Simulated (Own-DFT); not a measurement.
# A change of arrangement and its cost: Al2C36Si34, 72 atoms

These are calculations, not measurements. They come from Own-DFT, an in-house plane-wave density functional program, since retired, whose code no person has reviewed. Each row is one single-point run on a periodic cell that was not relaxed, without spin or spin-orbit coupling.

Settings of every run: PBE; PseudoDojo norm-conserving scalar-relativistic files; cutoff 42 hartree; 4 x 4 x 3 k mesh centred on Gamma; Fermi-Dirac smearing of 0.1 eV.

Known limits: not probed for a lower state with spin; forces on such cells passed a denser k mesh, each cell not checked; stress not checked against mesh or cutoff.

All cells hold the same atoms in the same cell, with vectors in Å (9.248, 0.000, 0.000); (-4.624, 8.009, 0.000); (0.000, 0.000, 10.068). Every atom was moved at random from its ideal site; u is the rms move along one axis. The defect's site can differ from row to row. E is the free energy of the cell above the lowest run. The arrangements:

- A: 4H SiC, with two Al on a Si site each, 3.1 Å apart
- B: 2H SiC, with two Al on a Si site each, 3.1 Å apart

```
arrangement   u (Å)  E (eV)  P (GPa)
          A  0.0271   0.085     5.72
          A  0.0293   0.000     5.79
          A  0.0305   0.309     5.81
          A  0.0457   3.244     6.77
          A  0.0504   4.084     7.07
          A  0.0513   4.967     7.50
          B  0.0280   0.497     5.90
          B  0.0281   0.614     5.85
          B  0.0291   0.434     5.92
          B  0.0497   5.792     7.87
          B  0.0500   5.108     7.31
          B  0.0504   4.706     7.58
```

Question: once the cost of the random moves is taken out, how do the arrangements rank?

## Worked answer

Fit E = a + b u², with one b for all and one a for each arrangement, and with residuals divided by u², since the noise grows with the moves. Then b = 2605 eV/Å², the scatter at u = 0.04 Å is 0.35 eV, and against A:

- B: 0.49 ± 0.14 eV (higher)

These are energies of unrelaxed cells. Relaxing the atoms lowers the strained arrangements most, so the gaps would shrink and small ones could change sign.
